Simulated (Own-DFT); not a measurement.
# How strain changes the stress of wurtzite AlGaN with randomly placed atoms, 72 atoms (Al27Ga9N36)

These are calculations, not measurements. They come from Own-DFT, an in-house plane-wave density functional program, since retired, whose code no person has reviewed. Each row is one single-point run on a periodic cell that was not relaxed, without spin or spin-orbit coupling.

Settings of every run: PBE; PseudoDojo norm-conserving scalar-relativistic files (stringent for Ga); cutoff 96 hartree; 4 x 4 x 3 k mesh centred on Gamma; Gaussian smearing of 0.01 eV.

Known limits: forces on such cells passed a denser k mesh, each cell not checked; stress not checked against mesh or cutoff.

Unstrained cell vectors in Å: (9.394, 0.000, 0.000); (-4.697, 8.135, 0.000); (0.000, 0.000, 10.066). The unstrained cell has measured lattice constants (interpolated for alloys), not those of this functional. That, the random moves and any unrelaxed bonds set the pressure at no strain. Each run strains this cell uniformly, with the atoms carried along. Every atom was also moved at random, by a Gaussian of width 0.05 Å on each axis. The random placing of the alloy's atoms differs from row to row. Strain is the symmetric tensor, in per cent. Stress is positive in tension, and the pressure is minus a third of its trace.

```
run,e_xx (%),e_yy (%),e_zz (%),s_xx (GPa),s_yy (GPa),s_zz (GPa),P (GPa),E (meV/atom)
1,-2.50,-2.50,0.00,-25.78,-20.72,-10.21,18.91,66.6
2,3.00,3.00,0.00,8.94,8.24,-2.04,-5.05,10.9
3,0.75,0.75,0.00,-1.59,-1.69,-5.83,3.03,0.1
4,0.50,0.50,0.00,-2.28,-4.27,-5.23,3.92,0.0
5,-1.25,-1.25,0.00,-13.36,-15.61,-6.65,11.87,16.1
6,-1.00,-1.00,0.00,-12.17,-12.83,-6.96,10.65,23.0
7,0.25,0.25,0.00,-2.12,-4.84,-8.51,5.16,5.5
8,1.75,1.75,0.00,2.33,1.91,-2.61,-0.54,3.8
9,2.50,2.50,0.00,?,?,?,?,?
```

E is the free energy for each atom above the lowest run shown.

## Worked fit

The change of volume is close to e_xx + e_yy + e_zz. A straight line through the runs shown gives P = 6.86 - 214 x (fractional change of volume) GPa, with an error of 10 on the slope and a scatter of 0.93 GPa. The strain isn't the same on all axes and the cell isn't cubic, so the slope belongs to this path and is not the bulk modulus.

## Withheld run

Question: what pressure should run 9 give? Its volume changes by 5.06 %.

The line gives -4.0 GPa. The calculation gave -3.40 GPa.
